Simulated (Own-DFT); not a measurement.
# How strain changes the stress of wurtzite AlGaN with randomly placed atoms, 72 atoms (Al9Ga27N36)

All numbers below are calculated, not measured. The program, named Own-DFT, is a retired in-house plane-wave density functional code that no person has reviewed. Each row is one single-point run on a periodic cell that was not relaxed, without spin or spin-orbit coupling.

Settings of every run: PBE; PseudoDojo norm-conserving scalar-relativistic files (stringent for Ga); cutoff 96 hartree; 4 x 4 x 3 k mesh centred on Gamma; Gaussian smearing of 0.01 eV.

Known limits: forces on such cells passed a denser k mesh, each cell not checked; stress not checked against mesh or cutoff.

Unstrained cell vectors in Å: (9.509, 0.000, 0.000); (-4.755, 8.235, 0.000); (0.000, 0.000, 10.268). The unstrained cell has measured lattice constants (interpolated for alloys), not those of this functional. That, the random moves and any unrelaxed bonds set the pressure at no strain. Each run strains this cell uniformly, with the atoms carried along. Every atom was also moved at random, by a Gaussian of width 0.05 Å on each axis. The random placing of the alloy's atoms differs from row to row. Strain is the symmetric tensor, in per cent. Stress is positive in tension, and the pressure is minus a third of its trace.

```
run  e_xx (%)  e_yy (%)  e_zz (%)  s_xx (GPa)  s_yy (GPa)  s_zz (GPa)  P (GPa)  E (meV/atom)
  1     -0.50     -0.50      0.00      -11.39       -8.78       -8.39     9.52          35.3
  2      2.75      2.75      0.00        5.08        6.40       -2.67    -2.94          12.1
  3     -2.25     -2.25      0.00      -21.72      -20.10      -10.94    17.59          65.7
  4      0.25      0.25      0.00       -5.53       -4.14       -7.64     5.77           0.0
  5      2.50      2.50      0.00        5.39        4.30       -3.85    -1.95          10.6
  6      1.50      1.50      0.00        1.98        0.44       -6.13     1.24           7.1
  7      0.75      0.75      0.00       -3.64       -2.99       -4.74     3.79           3.1
  8      1.00      1.00      0.00       -1.46       -2.11       -5.74     3.10           9.4
  9      2.25      2.25      0.00           ?           ?           ?        ?             ?
```

E is the free energy for each atom above the lowest run shown.

## Worked fit

The change of volume is close to e_xx + e_yy + e_zz. A straight line through the runs shown gives P = 7.61 - 202 x (fractional change of volume) GPa, with an error of 9 on the slope and a scatter of 0.77 GPa. The strain isn't the same on all axes and the cell isn't cubic, so the slope belongs to this path and is not the bulk modulus.

## Withheld run

Question: what pressure should run 9 give? Its volume changes by 4.55 %.

The line gives -1.6 GPa. The calculation gave -1.39 GPa.
